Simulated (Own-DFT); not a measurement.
# Strain and stress in 4H SiC, 72 atoms (C36Si36)

These are calculations, not measurements. The program, named Own-DFT, is a retired in-house plane-wave density functional code that no person has reviewed. Each row is one single-point run on a periodic cell that was not relaxed, without spin or spin-orbit coupling.

Settings of every run: PBE; PseudoDojo norm-conserving scalar-relativistic files; cutoff 42 hartree; 4 x 4 x 3 k mesh centred on Gamma; Fermi-Dirac smearing of 0.1 eV.

Known limits: forces on such cells passed a denser k mesh, each cell not checked; stress not checked against mesh or cutoff.

Unstrained cell vectors in Å: (9.248, 0.000, 0.000); (-4.624, 8.009, 0.000); (0.000, 0.000, 10.068). The unstrained cell has measured lattice constants (interpolated for alloys), not those of this functional. That, the random moves and any unrelaxed bonds set the pressure at no strain. Each run strains this cell uniformly, with the atoms carried along. Every atom was also moved at random, by a Gaussian of width 0.05 Å on each axis. Strain is the symmetric tensor, in per cent. Stress is positive in tension, and the pressure is minus a third of its trace.

| run | e_xx (%) | e_yy (%) | e_zz (%) | e_yz (%) | e_xz (%) | e_xy (%) | s_xx (GPa) | s_yy (GPa) | s_zz (GPa) | s_yz (GPa) | s_xz (GPa) | s_xy (GPa) | P (GPa) | E (meV/atom) |
|---|---|---|---|---|---|---|---|---|---|---|---|---|---|---|
| 1 | 1.07 | 1.02 | -1.19 | -0.75 | 0.21 | 0.77 | 1.25 | 1.43 | -13.00 | -1.95 | 0.74 | 4.09 | 3.44 | 23.6 |
| 2 | -0.05 | 0.08 | -0.95 | 1.45 | -0.21 | -1.20 | -5.28 | -5.22 | -10.15 | 4.38 | -1.21 | -5.25 | 6.88 | 5.6 |
| 3 | -1.75 | -0.76 | -0.10 | 0.88 | 0.02 | -1.95 | -17.18 | -13.58 | -6.83 | 1.95 | 0.23 | -8.93 | 12.53 | 62.0 |
| 4 | -1.68 | -1.27 | 1.08 | 0.19 | 1.97 | -0.89 | -13.53 | -13.68 | -1.41 | 1.37 | 6.56 | -3.43 | 9.54 | 28.8 |
| 5 | -1.64 | 1.93 | 0.02 | -1.94 | -1.16 | -0.26 | -12.77 | 4.29 | -6.82 | -6.93 | -4.28 | -2.62 | 5.10 | 34.0 |
| 6 | 0.61 | -0.83 | 0.12 | -1.92 | 1.12 | 0.30 | -1.84 | -8.74 | -5.62 | -7.22 | 3.77 | 1.82 | 5.40 | 6.4 |
| 7 | 1.20 | 0.03 | -0.62 | 1.31 | 0.93 | 0.85 | 0.87 | -3.72 | -7.73 | 4.77 | 3.94 | 3.84 | 3.52 | 0.0 |
| 8 | -1.84 | 1.25 | 0.65 | 0.94 | 0.21 | -0.04 | -13.81 | -0.48 | -2.11 | 3.47 | 1.30 | 1.31 | 5.47 | 23.1 |
| 9 | -1.98 | -0.61 | 0.92 | 1.30 | 1.60 | -1.22 | -16.58 | -9.73 | -2.10 | 5.07 | 5.58 | -6.62 | 9.47 | 32.7 |
| 10 | -0.62 | 0.62 | 1.66 | -1.77 | -0.98 | 1.67 | -7.32 | -2.25 | 1.42 | -5.98 | -3.34 | 9.34 | 2.72 | 40.0 |
| 11 | 1.23 | 1.59 | 1.62 | -1.36 | 0.37 | 0.21 | 2.82 | 3.89 | 3.93 | -3.59 | 1.75 | 1.16 | -3.55 | 27.7 |
| 12 | 0.06 | -1.98 | 1.39 | 1.51 | -0.29 | 0.54 | -6.29 | -14.04 | 1.71 | 5.51 | -1.19 | 2.87 | 6.21 | 6.6 |
| 13 | -1.79 | 0.92 | -0.01 | 1.41 | -1.26 | 0.61 | -13.54 | -2.33 | -7.58 | 4.73 | -4.31 | 1.49 | 7.82 | 45.5 |
| 14 | -0.55 | -1.70 | 0.64 | -1.70 | -1.65 | -1.79 | -11.33 | -15.29 | -5.41 | -6.76 | -5.82 | -10.81 | 10.67 | 78.5 |
| 15 | -1.88 | -0.75 | 1.44 | -0.09 | 0.70 | -0.68 | -15.03 | -11.50 | 1.34 | 0.06 | 2.49 | -2.66 | 8.40 | 31.8 |
| 16 | 1.14 | -0.89 | -0.61 | -0.01 | -0.98 | -1.92 | 0.48 | -8.45 | -11.60 | -1.13 | -3.86 | -8.98 | 6.52 | 23.2 |
| 17 | -1.60 | 1.09 | -1.20 | -1.84 | -0.08 | -1.87 | ? | ? | ? | ? | ? | ? | ? | ? |

E is the free energy for each atom above the lowest run shown.

## Worked fit

Each stress component was fitted by least squares to a constant and the strains of the runs shown, as fractions, with shears doubled. Shear strains stay in the fit of a normal stress only where such slopes are resolved. The slopes, in GPa:

```
stress,at no strain,per e_xx,per e_yy,per e_zz,scatter
s_xx,-5.2,544 ± 21,91 ± 21,33 ± 29,0.97
s_yy,-5.2,119 ± 21,533 ± 21,23 ± 29,0.96
s_zz,-6.4,31 ± 27,32 ± 27,550 ± 37,1.25
```

Each shear stress against twice its own strain: yz 178 ± 5, xz 177 ± 4, xy 246 ± 17 GPa. These are stiffnesses along x, y and z of the frame in which the cell vectors are given, which need not be the crystal's axes. The atoms are held to the strained lattice; where symmetry lets them move under strain, relaxing them would lower some slopes. The table should be nearly symmetric about its diagonal, and what it lacks of that shows the noise. A ninth of its sum, 217 ± 10 GPa, estimates the bulk modulus near the mean pressure of these runs, 6.3 GPa, so it lies above the value at zero pressure.

## Withheld run

Question: what normal stresses and pressure should run 17 give?

The fit gives s_xx = -13.4, s_yy = -1.6, s_zz = -13.1 and P = 9.4 GPa. The calculation gave -13.50, 0.08, -15.97 and P = 9.79 GPa.
